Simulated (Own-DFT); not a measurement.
# Bulk modulus against bond length in tetrahedral crystals

Source: density functional calculations with Own-DFT, an unreviewed in-house program that is no longer used. Nothing was measured or relaxed, and spin and spin-orbit coupling are left out.

Keep in mind (not all hold for every row): forces on such cells moved up to 12 meV/angstrom on a denser k mesh; forces not confirmed at this smearing and k mesh; k mesh not checked against a denser one; forces on such cells passed a denser k mesh, each cell not checked; stress not checked against mesh or cutoff.

All runs are PBE with PseudoDojo norm-conserving files; cutoff and k mesh are each material's own. Every cell starts from measured lattice constants and was given uniform random strains and small random moves of its atoms. Each triple is the change of volume in per cent, the rms move u in Å and the pressure in GPa.

- 4H SiC (C36Si36), 10.36 Å³/atom unstrained: (-1.15, 0.051, 7.99); (-1.14, 0.049, 7.74); (-0.83, 0.050, 7.12); (-0.70, 0.050, 6.86); (-0.37, 0.049, 6.28); (3.04, 0.048, -1.58); (3.51, 0.053, -2.19)
- wurtzite GaN (Ga36N36), 11.42 Å³/atom unstrained: (-2.38, 0.048, 12.67); (-1.21, 0.050, 10.35); (-0.61, 0.051, 9.33); (1.03, 0.051, 5.37); (1.43, 0.052, 5.17); (1.95, 0.055, 4.35); (3.04, 0.046, 1.39)
- diamond silicon (Si64), 20.02 Å³/atom unstrained: (-2.51, 0.049, 5.07); (-2.12, 0.048, 4.77); (-0.32, 0.052, 2.92); (0.42, 0.049, 2.25); (0.73, 0.051, 2.23); (0.98, 0.042, 1.63); (1.52, 0.051, 1.32)
- zincblende GaP (Ga32P32), 20.24 Å³/atom unstrained: withheld
- zincblende InP (In32P32), 25.27 Å³/atom unstrained: (-2.47, 0.052, 5.87); (-1.93, 0.053, 5.20); (-1.59, 0.048, 4.88); (-0.83, 0.051, 4.33); (1.25, 0.054, 2.83); (1.69, 0.051, 2.48); (3.89, 0.050, 1.03)
- grey tin (Sn64), 34.15 Å³/atom unstrained: (-3.17, 0.049, 5.73); (-2.07, 0.052, 4.90); (-1.19, 0.050, 4.38); (-0.49, 0.045, 3.98); (-0.17, 0.049, 3.78); (0.18, 0.046, 3.68); (1.80, 0.054, 2.89)

## Analysis

Fit a line to each set against the fractional change of volume; B is minus its slope, and u is nearly the same within a set. To take it to zero pressure, assume that B rises by 4 GPa for each GPa: B0 = B - 4 x (mean pressure). The bond length of an ideal tetrahedral crystal with the unstrained volume v is d = (√3/4)(8 v)^(1/3). Cohen's empirical rule reads B0 = (1971 - 220 L) d^(-3.5) GPa, with L = 0 for group IV crystals and SiC and 1 for III-V compounds.

| material | L | d (Å) | B (GPa) | mean P (GPa) | B0 (GPa) | rule (GPa) |
|---|---|---|---|---|---|---|
| 4H SiC (C36Si36) | 0 | 1.888 | 220 ± 3 | 4.6 | 202 ± 3 | 213 |
| wurtzite GaN (Ga36N36) | 1 | 1.950 | 205 ± 7 | 6.9 | 177 ± 7 | 169 |
| diamond silicon (Si64) | 0 | 2.352 | 94 ± 3 | 2.9 | 83 ± 3 | 99 |
| zincblende GaP (Ga32P32) | 1 | 2.360 | ? | ? | ? | 87 |
| zincblende InP (In32P32) | 1 | 2.541 | 74 ± 2 | 3.8 | 59 ± 2 | 67 |
| grey tin (Sn64) | 0 | 2.810 | 57 ± 3 | 4.2 | 40 ± 3 | 53 |

A line through ln[B0/(1971 - 220 L)] against ln d has a slope of -4.1 ± 0.2 and a scatter of 7 %. Against the rule, B0 stands at 95 % for 4H SiC, 105 % for wurtzite GaN, 84 % for diamond silicon, 88 % for zincblende InP, 76 % for grey tin. PBE tends to make silicon and heavier crystals too soft, and the rule itself is only a guide.

## Check

Asked: what B0 does the fitted trend give for zincblende GaP (Ga32P32)?

Estimate: 75 GPa. Its own runs give B = 91 ± 4 GPa at a mean pressure of 3.1 GPa, so B0 = 78 GPa.
